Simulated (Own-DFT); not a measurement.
Simulation results for Hf₃₆O₇₁ (tetragonal hafnia with one neutral oxygen vacancy, atoms displaced)

All values are calculated (Own-DFT development build). A calculation, not a measurement: plane-wave PBE and HSE06 DFT by an unreviewed code, no spin, of a simulated cell at Gamma alone, so results move with cell size and shape, stress positive in tension, energies less offsets, not probed for a lower state with spin; hafnium file: forces about 75 meV/angstrom off all-electron values; oxygen file: force components 24 meV/angstrom off all-electron in a glass; k mesh not checked against a denser one; forces and stress are PBE's, HSE06 gives the energy alone, and its difference from PBE has offsets of its own; offsets are fitted by least squares, one for each functional and potential file, so energies compare only between cells with the same atoms and settings and are not formation energies; the far tail of each file's local potential was reset to the Coulomb form; each entry is a single point on an unrelaxed cell, so the pressure reflects the starting lattice, taken from the Materials Project, from which strain is counted, and rises with the displacements; printed positions are rounded, which can move forces by about a meV/angstrom; the program is a retired in-house code; no spin-orbit coupling.

Settings shared by all entries: first functional PBE; second functional HSE06; exact exchange share 0.25; screening 0.11 1/bohr; exchange divergence Gygi-Baldereschi; potential files PseudoDojo norm-conserving, scalar-relativistic, made for PBE, standard set; wave cutoff 48 hartree; occupations fixed; k mesh 1 x 1 x 1 centred on Gamma.

(1) Hf₃₆O₇₁ (tetragonal hafnia with one neutral oxygen vacancy, atoms displaced)

```
cell vectors (Å)
  10.7800     0.0000     0.0000
   0.0000    10.7800     0.0000
   0.0000     0.0000    10.4493
atoms (fractions of the cell vectors)
Hf  0.00437  0.99861  0.00405
Hf  0.15395  0.17491  0.26129
O   0.00018  0.16301  0.15110
O   0.18965  0.99602  0.34989
O   0.00567  0.16917  0.41316
O   0.17583  0.00847  0.08944
Hf  0.00408  0.01745  0.50495
Hf  0.16943  0.16891  0.74130
O   0.99705  0.16999  0.65452
O   0.16632  0.00097  0.85589
O   0.99119  0.18650  0.89689
O   0.16003  0.00494  0.60475
Hf  0.00982  0.33158  0.00774
Hf  0.17509  0.49157  0.23900
O   0.99234  0.49638  0.14757
O   0.17479  0.32661  0.33275
O   0.00933  0.50625  0.40726
O   0.16444  0.32470  0.10465
Hf  0.98968  0.32702  0.49334
Hf  0.16207  0.49353  0.75976
O   0.00433  0.49160  0.64620
O   0.15958  0.32679  0.85695
O   0.99761  0.50361  0.90733
O   0.17423  0.31834  0.59938
Hf  0.99830  0.67131  0.99680
Hf  0.17055  0.81833  0.25279
O   0.99357  0.82223  0.14809
O   0.17013  0.67322  0.35150
O   0.99152  0.83610  0.39530
O   0.16276  0.67705  0.09255
Hf  0.98922  0.65740  0.49896
Hf  0.15208  0.83254  0.73589
O   0.00415  0.82263  0.65780
O   0.16748  0.66648  0.84002
O   0.99457  0.82404  0.89576
O   0.15311  0.66424  0.58358
Hf  0.33140  0.00002  0.99235
Hf  0.50202  0.16771  0.24989
O   0.33875  0.16502  0.15711
O   0.51502  0.01983  0.34921
O   0.33827  0.17237  0.39575
O   0.50234  0.00432  0.09356
Hf  0.32577  0.99455  0.51159
Hf  0.50224  0.16540  0.74547
O   0.32607  0.16308  0.64954
O   0.50628  0.01730  0.85233
O   0.33124  0.17481  0.91161
O   0.50340  0.01615  0.60917
Hf  0.32449  0.33475  0.99617
Hf  0.48788  0.50237  0.24615
O   0.32805  0.50220  0.14351
O   0.51214  0.32454  0.36063
O   0.31993  0.49019  0.40229
O   0.51179  0.34143  0.11129
Hf  0.32396  0.33618  0.50161
Hf  0.49058  0.49986  0.74772
O   0.34013  0.48833  0.63663
O   0.49335  0.34198  0.84284
O   0.34021  0.50025  0.89838
O   0.50790  0.32410  0.59279
Hf  0.33705  0.67429  0.99499
Hf  0.49583  0.83779  0.23916
O   0.34506  0.83225  0.14303
O   0.50489  0.68475  0.34339
O   0.34896  0.82826  0.40541
O   0.48843  0.66687  0.10178
Hf  0.33361  0.65692  0.49473
Hf  0.50200  0.83191  0.75135
O   0.33453  0.82175  0.65805
O   0.48516  0.66378  0.85513
O   0.34545  0.82164  0.89801
O   0.49441  0.67851  0.59462
Hf  0.65249  0.00373  0.99550
Hf  0.84357  0.16160  0.25213
O   0.65677  0.17476  0.14767
O   0.85492  0.99633  0.34653
O   0.66058  0.17087  0.39359
O   0.83428  0.00270  0.10788
Hf  0.68086  0.98996  0.51676
Hf  0.83327  0.16993  0.75372
O   0.65984  0.15887  0.64385
O   0.84432  0.99438  0.84140
O   0.67393  0.17035  0.89297
O   0.83860  0.00564  0.59330
Hf  0.67071  0.32963  0.00291
Hf  0.83903  0.49096  0.24153
O   0.65907  0.50500  0.15569
O   0.83661  0.33364  0.34067
O   0.83905  0.32941  0.09272
Hf  0.66682  0.31937  0.51472
Hf  0.84585  0.49752  0.75254
O   0.66279  0.49314  0.65851
O   0.81921  0.32388  0.86530
O   0.65529  0.49916  0.90588
O   0.83944  0.33064  0.58185
Hf  0.65340  0.67002  0.99915
Hf  0.82990  0.82930  0.23334
O   0.66699  0.82983  0.13567
O   0.83972  0.67090  0.35556
O   0.65829  0.83302  0.39743
O   0.82738  0.65350  0.10092
Hf  0.66019  0.67686  0.49756
Hf  0.82602  0.83203  0.75699
O   0.65798  0.84132  0.64801
O   0.83322  0.67187  0.83435
O   0.66790  0.83033  0.89639
O   0.83195  0.66544  0.60457
```

It finds PBE energy of cell above offsets -85.521 eV; HSE06 less PBE above offsets 0.682 eV; PBE pressure 5.74 GPa; PBE stress xx -7.25 GPa; PBE stress yy -4.94 GPa; PBE stress zz -5.03 GPa; PBE stress yz 0.77 GPa; PBE stress xz 0.73 GPa; PBE stress xy -0.3 GPa.

Force:
```tsv
element	x (eV/Å)	y (eV/Å)	z (eV/Å)
Hf	-0.228	0.285	-0.758
Hf	4.89	-5.85	-2.746
O	0.531	0.028	-0.147
O	-1.397	0.167	0.19
O	0.536	0.081	-3.364
O	-2.196	-0.802	0.842
Hf	-1.425	-5.478	-1.103
Hf	-0.788	-0.565	1.868
O	0.41	-0.086	-0.701
O	-0.269	-0.317	-1.38
O	0.133	-3.452	0.375
O	0.771	-0.59	0.529
Hf	-2.659	0.67	-0.942
Hf	-2.383	1.613	1.509
O	3.568	-0.064	0.051
O	-0.704	4.014	3.012
O	0.135	-3.664	-1.855
O	0.959	0.711	0.312
Hf	2.167	4.485	0.912
Hf	0.863	1.353	-1.03
O	-0.144	-0.545	1.422
O	0.864	1.656	-0.451
O	0.217	-1.147	-1.576
O	-3.229	0.667	0.482
Hf	-0.729	-0.274	1.22
Hf	-0.89	2.735	-0.301
O	1.491	0.887	-0.908
O	0.803	-2.457	-0.88
O	1.888	-0.107	1.24
O	0.654	-0.447	0.441
Hf	-0.863	3.591	-0.568
Hf	3.953	-0.603	2.986
O	-4.477	0.877	-2.072
O	-0.238	-0.715	-0.094
O	0.503	2.086	0.563
O	3.03	-0.068	1.383
Hf	0.288	0.57	0.854
Hf	-0.711	1.975	1.23
O	-1.923	0.479	-0.966
O	-1.017	-4.679	0.178
O	-1.394	-0.543	2.246
O	-1.055	-0.873	0.122
Hf	2.459	1.062	-2.684
Hf	-0.61	2.351	-0.69
O	1.503	-0.513	0.57
O	-0.467	-3.152	0.601
O	-0.1	-1.391	-1.579
O	-1.373	-1.881	-0.826
Hf	3.128	-0.191	1.225
Hf	3.639	-1.83	1.087
O	-0.271	-0.334	-0.226
O	-0.756	3.258	-1.213
O	0.201	1.912	-2.475
O	-2.925	0.62	-1.507
Hf	4.332	-2.927	-1.167
Hf	2.418	-0.372	0.478
O	-1.943	1	1.12
O	-0.154	-2.136	0.34
O	-1.93	-0.22	-0.163
O	-3.112	-0.043	1.937
Hf	-1.26	-1.742	0.165
Hf	2.096	2.005	2.637
O	-3.294	0.412	-0.221
O	-0.395	-3.663	0.178
O	-0.876	0.909	0.084
O	1.678	-0.253	-0.028
Hf	-0.897	1.588	0.707
Hf	-2.047	-0.047	0.1
O	-1.101	1.501	-0.749
O	1.966	0.538	-1.181
O	-0.207	4.318	-0.277
O	0.954	-0.625	0.74
Hf	2.023	0.96	0.532
Hf	-4.688	-0.818	-0.566
O	3.366	-0.967	-1.232
O	-1.037	1.28	0.034
O	3.418	-1.021	1.672
O	-0.205	-0.005	-1.601
Hf	-4.632	1.82	-4.294
Hf	-0.63	-0.456	1.415
O	3.208	0.675	0.908
O	0.013	1.711	0.741
O	-0.833	-1.462	0.2
O	1.683	-0.186	1.637
Hf	-0.95	0.829	0.481
Hf	-3.07	2.397	0.802
O	0.916	0.24	1.169
O	1.267	-0.787	0.826
O	-0.268	0.28	1.371
Hf	-2.283	0.894	-4.086
Hf	-3.058	0.53	0.126
O	1.241	0.206	0.192
O	1.246	2.67	-3.52
O	0.795	1.104	0.51
O	-0.952	-0.241	3.301
Hf	0.69	-2.665	0.869
Hf	0.472	-0.125	2.863
O	-0.898	0.179	0.249
O	-1.154	-1.133	-1.305
O	1.438	1.415	0.301
O	0.324	1.107	-1.367
Hf	0.696	-1.981	-0.741
Hf	1.028	-0.122	-1.773
O	1.83	-0.147	0.123
O	0.031	-2.655	2.092
O	-0.628	0.864	-0.722
O	-0.997	-0.147	-0.317
```

(2) Hf₃₆O₇₁ (tetragonal hafnia with one neutral oxygen vacancy, atoms displaced)

```
cell vectors (Å)
  10.7800     0.0000     0.0000
   0.0000    10.7800     0.0000
   0.0000     0.0000    10.4493
atoms (fractions of the cell vectors)
Hf  0.00353  0.99463  0.00463
Hf  0.17251  0.16841  0.25451
O   0.00241  0.16532  0.15323
O   0.16481  0.99823  0.35841
O   0.99750  0.16739  0.39635
O   0.16695  0.00004  0.09498
Hf  0.99807  0.00260  0.50334
Hf  0.16754  0.16188  0.75312
O   0.00216  0.16680  0.64413
O   0.16563  0.99919  0.85008
O   0.99795  0.16820  0.89924
O   0.16821  0.00090  0.60415
Hf  0.00660  0.33460  0.00585
Hf  0.16288  0.49720  0.25720
O   0.00488  0.48785  0.14737
O   0.16372  0.33636  0.35816
O   0.00856  0.50636  0.39883
O   0.17297  0.33226  0.10411
Hf  0.99520  0.33247  0.49903
Hf  0.16503  0.49865  0.74133
O   0.99701  0.49924  0.65357
O   0.16380  0.33202  0.83847
O   0.00539  0.50118  0.90119
O   0.16428  0.33567  0.59779
Hf  0.00102  0.66583  0.99563
Hf  0.17092  0.82635  0.24790
O   0.99699  0.83481  0.14965
O   0.16301  0.66903  0.34388
O   0.00137  0.82825  0.39468
O   0.16929  0.66517  0.09629
Hf  0.99442  0.67671  0.49681
Hf  0.16193  0.83510  0.74557
O   0.00213  0.83127  0.64772
O   0.16709  0.67138  0.85841
O   0.00106  0.83260  0.89610
O   0.16929  0.67072  0.60401
Hf  0.33263  0.00965  0.00300
Hf  0.49449  0.16243  0.25386
O   0.33432  0.16456  0.15085
O   0.50743  0.00605  0.34163
O   0.33731  0.16888  0.40418
O   0.50031  0.99444  0.10267
Hf  0.32647  0.00515  0.49576
Hf  0.51059  0.16088  0.74192
O   0.33536  0.15536  0.66614
O   0.50212  0.00082  0.85817
O   0.33070  0.17371  0.89970
O   0.49943  0.99849  0.58877
Hf  0.33534  0.33012  0.99953
Hf  0.49913  0.49869  0.25389
O   0.33269  0.51305  0.14907
O   0.50295  0.33658  0.34722
O   0.32844  0.49969  0.40412
O   0.49758  0.33415  0.09840
Hf  0.33461  0.33190  0.49022
Hf  0.50016  0.50464  0.75231
O   0.33142  0.49646  0.64963
O   0.49661  0.33773  0.84152
O   0.32994  0.49949  0.90020
O   0.49701  0.33366  0.60483
Hf  0.33534  0.66813  0.00151
Hf  0.48990  0.83352  0.24137
O   0.32980  0.83609  0.14813
O   0.50115  0.67030  0.35501
O   0.32730  0.83469  0.40318
O   0.49181  0.66608  0.09623
Hf  0.34494  0.66591  0.50057
Hf  0.49526  0.83814  0.74549
O   0.32904  0.83597  0.65412
O   0.50242  0.65606  0.83986
O   0.33297  0.83472  0.89858
O   0.50478  0.67038  0.59772
Hf  0.66236  0.00168  0.00401
Hf  0.83034  0.16831  0.24672
O   0.66850  0.16243  0.14764
O   0.82942  0.99572  0.34942
O   0.66450  0.16119  0.39834
O   0.83019  0.98953  0.09753
Hf  0.66602  0.00242  0.49875
Hf  0.83148  0.16579  0.74925
O   0.66754  0.16485  0.65088
O   0.65906  0.16679  0.90839
O   0.83604  0.99626  0.60605
Hf  0.66968  0.33201  0.00272
Hf  0.83019  0.49106  0.24389
O   0.66743  0.51084  0.15079
O   0.82895  0.32870  0.34403
O   0.66587  0.49672  0.39838
O   0.82856  0.33203  0.10035
Hf  0.67399  0.33890  0.50638
Hf  0.83665  0.50068  0.75205
O   0.66816  0.49606  0.64790
O   0.84154  0.32653  0.85089
O   0.66326  0.49689  0.91006
O   0.83367  0.32961  0.59276
Hf  0.66300  0.66587  0.00026
Hf  0.83790  0.83006  0.25464
O   0.67015  0.83551  0.14896
O   0.83832  0.67611  0.35445
O   0.66335  0.84015  0.39797
O   0.82391  0.66143  0.10565
Hf  0.66154  0.66983  0.49622
Hf  0.83759  0.83706  0.75042
O   0.67096  0.82701  0.64902
O   0.82570  0.66899  0.85517
O   0.66323  0.83398  0.90657
O   0.83633  0.67735  0.59922
```

The calculation gives: PBE energy of cell above offsets -97.135 eV; HSE06 less PBE above offsets 0.046 eV; PBE pressure 1.23 GPa; PBE stress xx -1.57 GPa; PBE stress yy -1.14 GPa; PBE stress zz -0.99 GPa; PBE stress yz 0.67 GPa; PBE stress xz -0.43 GPa; PBE stress xy -0.05 GPa.

Force:
```tsv
element	x (eV/Å)	y (eV/Å)	z (eV/Å)
Hf	-1.343	0.73	-0.721
Hf	-2.157	-0.288	-0.315
O	0.147	0.305	0.027
O	0.524	0.856	-1.128
O	0.076	-0.102	0.593
O	0.546	0.266	1.073
Hf	0.258	0.035	-0.663
Hf	-0.411	0.675	-0.138
O	-0.792	-0.173	0.362
O	0.024	0.06	0.348
O	-0.021	-1.005	0.739
O	-0.655	0.039	-0.733
Hf	-0.132	-0.476	-1.284
Hf	0.609	1.217	-0.973
O	-1.047	0.282	0.516
O	0.572	-1.521	-1.028
O	-0.945	-1.007	0.36
O	-0.104	-0.416	0.021
Hf	2.08	0.211	-0.109
Hf	0.928	0.618	1.144
O	-0.666	-0.15	-0.402
O	-0.289	0.172	1.213
O	-0.721	-0.302	0.093
O	0.422	-0.217	-0.771
Hf	0.248	0.361	0.493
Hf	-1.643	0.371	0.224
O	1.318	-0.29	-0.297
O	0.656	-0.584	0.19
O	0.227	2.268	0.425
O	-1.239	0.605	0.653
Hf	0.933	-1.314	0.55
Hf	1.099	-1.189	1.334
O	-0.579	0.553	-0.303
O	-0.599	-0.368	-1.44
O	-0.87	0.31	0.164
O	-0.062	-0.356	-0.988
Hf	0.344	-1.311	-1.694
Hf	2.405	1.281	-0.949
O	-0.279	-0.284	0.309
O	-1.263	-1.834	0.659
O	-0.282	-0.501	-1.266
O	-1.286	0.422	0.078
Hf	-0.164	-1.543	1.647
Hf	-2.308	1.559	2.132
O	0.182	-0.034	-1.726
O	-0.38	0.09	-1.552
O	-0.185	-1.295	0.975
O	-0.138	-0.114	0.96
Hf	0.445	2.063	-1.168
Hf	-0.224	0.563	-1.414
O	0.172	-1.053	1.552
O	-0.768	-0.823	0.24
O	0.566	0.269	-0.675
O	0.594	0.113	0.224
Hf	-0.045	2.043	3.303
Hf	-0.835	-3.421	-1.147
O	0.803	0.761	-0.301
O	0.408	-1.273	0.63
O	0.047	-0.096	0.38
O	0.574	-0.746	-1.929
Hf	-2.072	-0.859	-1.782
Hf	3.017	0.468	0.514
O	0.038	0.009	-0.005
O	-0.37	-0.582	-0.636
O	0.737	-0.006	-0.47
O	1.953	0.831	0.873
Hf	-2.244	0.151	0.69
Hf	0.654	-0.346	1.272
O	1.206	-0.039	-0.687
O	-0.051	3.854	1.491
O	0.859	0.503	0.589
O	-0.836	-0.154	0.325
Hf	0.811	-1.336	0.001
Hf	0.27	-2.005	0.171
O	-0.894	0.337	0.674
O	0.749	1.108	0.327
O	0.285	1.662	0.591
O	1.067	1.167	-0.926
Hf	0.968	-1.11	-0.794
Hf	1.772	-1.042	0.902
O	1.158	0.026	-0.693
O	0.662	0.507	-1.32
O	-0.404	0.328	-0.246
Hf	-1.65	-0.077	-0.743
Hf	0.412	2.141	0.053
O	-1.153	-1.146	0.85
O	0.207	0.844	0.787
O	0.385	0.715	0.15
O	1.183	0.351	0.395
Hf	-2.63	-0.507	-0.984
Hf	-0.412	0.424	0.698
O	0.736	0.153	0.351
O	-0.884	1.481	-0.56
O	0.553	-0.194	-0.892
O	0.259	0.119	1.044
Hf	0.734	0.817	0.39
Hf	-1.407	0.891	-1.391
O	-1.581	-0.626	0.879
O	-0.66	-2.674	0.155
O	-0.284	-1.114	0.73
O	2.102	-0.126	-0.584
Hf	2.02	1.116	-0.121
Hf	-1.037	-0.109	0.158
O	-0.957	0.604	0.682
O	0.599	-0.766	-0.78
O	0.11	0.19	-0.772
O	-0.764	-0.976	0.153
```
